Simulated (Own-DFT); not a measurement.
# How strain changes the stress of fcc Cu, 16 atoms (Cu16)

Calculated results; nothing here was measured. They come from Own-DFT, an in-house plane-wave density functional program, since retired, whose code no person has reviewed. Each row is one single-point run on a periodic cell that was not relaxed, without spin or spin-orbit coupling.

Settings of every run: PBE; PseudoDojo norm-conserving scalar-relativistic files; cutoff 50 hartree; 7 x 7 x 5 k mesh centred on Gamma; cold (Marzari-Vanderbilt) smearing of 0.2 eV.

Known limits: forces on such cells failed a check on a denser k mesh; stress not checked against mesh or cutoff.

Unstrained cell vectors in Å: (3.615, 3.615, 0.000); (-3.615, 3.615, 0.000); (0.000, 0.000, 7.230). The unstrained cell has measured lattice constants (interpolated for alloys), not those of this functional. That, the random moves and any unrelaxed bonds set the pressure at no strain. Each run strains this cell uniformly, with the atoms carried along. Every atom was also moved at random, by a Gaussian of width 0.05 Å on each axis. Strain is the symmetric tensor, in per cent. Stress is positive in tension, and the pressure is minus a third of its trace.

```
run,e_xx (%),e_yy (%),e_zz (%),e_yz (%),e_xz (%),e_xy (%),s_xx (GPa),s_yy (GPa),s_zz (GPa),s_yz (GPa),s_xz (GPa),s_xy (GPa),P (GPa),E (meV/atom)
1,-1.25,-1.87,-1.32,-1.79,0.78,-1.15,-10.33,-11.12,-10.25,-3.89,1.72,-2.46,10.57,26.5
2,-0.67,-0.96,-1.83,-0.89,0.07,1.51,-8.71,-9.44,-8.83,-1.92,0.29,3.17,8.99,25.5
3,-1.67,-0.97,-0.37,0.14,-0.18,-0.22,-9.05,-8.36,-7.28,-0.21,-0.38,-0.27,8.23,23.9
4,-0.29,-1.78,0.42,1.48,0.87,-0.18,-5.17,-6.93,-5.38,3.26,1.51,-0.54,5.83,18.1
5,0.19,0.70,-1.58,-0.22,-1.74,-0.67,-4.35,-3.37,-4.51,-0.66,-3.46,-1.09,4.08,10.3
6,1.38,1.78,-0.77,-0.83,-1.14,-0.76,0.81,0.88,0.29,-1.28,-2.13,-0.97,-0.66,3.4
7,1.62,-1.70,1.86,-1.26,0.55,-0.77,0.54,-1.49,0.51,-2.53,0.70,-1.48,0.15,4.0
8,1.33,1.81,-1.09,-0.83,0.90,-0.69,0.38,0.81,-0.17,-1.28,1.50,-1.20,-0.34,0.0
9,0.04,0.16,1.94,1.26,-1.63,1.10,-0.91,-0.52,0.38,1.71,-2.48,1.55,0.35,16.7
10,-1.50,-0.48,-1.22,-0.22,0.47,-1.53,-8.71,-8.02,-8.13,-0.95,1.01,-3.12,8.29,20.1
11,0.37,-1.82,-1.60,-1.68,0.04,1.71,-6.84,-9.21,-8.70,-3.54,0.15,2.93,8.25,24.1
12,-1.29,0.24,1.81,1.16,1.06,-0.40,-2.65,-1.88,-0.73,1.52,1.93,-0.34,1.75,6.2
13,1.63,0.15,1.61,-1.52,-1.16,-1.04,2.01,1.30,2.24,-2.37,-1.67,-1.40,-1.85,8.6
14,-1.06,1.52,-1.59,1.23,1.69,0.47,-6.03,-3.16,-5.97,2.08,3.87,0.87,5.05,16.8
15,0.31,-1.40,-1.20,-0.32,-1.47,0.55,-5.93,-7.61,-7.69,-0.80,-2.59,1.07,7.08,23.6
16,0.26,-0.06,-0.37,-0.52,0.23,1.60,?,?,?,?,?,?,?,?
```

E is the free energy for each atom above the lowest run shown.

## Worked fit

Each stress component was fitted by least squares to a constant and the strains of the runs shown, as fractions, with shears doubled. Shear strains stay in the fit of a normal stress only where such slopes are resolved. The slopes, in GPa:

| stress | at no strain | per e_xx | per e_yy | per e_zz | scatter |
|---|---|---|---|---|---|
| s_xx | -3.4 | 211 ± 9 | 123 ± 8 | 137 ± 7 | 0.37 |
| s_yy | -3.3 | 135 ± 10 | 217 ± 8 | 145 ± 8 | 0.39 |
| s_zz | -3.1 | 140 ± 10 | 154 ± 9 | 193 ± 8 | 0.42 |

Each shear stress against twice its own strain: yz 103 ± 6, xz 92 ± 4, xy 93 ± 5 GPa. These are stiffnesses along x, y and z of the frame in which the cell vectors are given, which need not be the crystal's axes. The atoms are held to the strained lattice; where symmetry lets them move under strain, relaxing them would lower some slopes. The table should be nearly symmetric about its diagonal, and what it lacks of that shows the noise. A ninth of its sum, 162 ± 3 GPa, estimates the bulk modulus near the mean pressure of these runs, 4.4 GPa, so it lies above the value at zero pressure.

## Withheld run

Question: what normal stresses and pressure should run 16 give?

The fit gives s_xx = -3.4, s_yy = -3.6, s_zz = -3.5 and P = 3.5 GPa. The calculation gave -2.54, -2.94, -2.43 and P = 2.64 GPa.
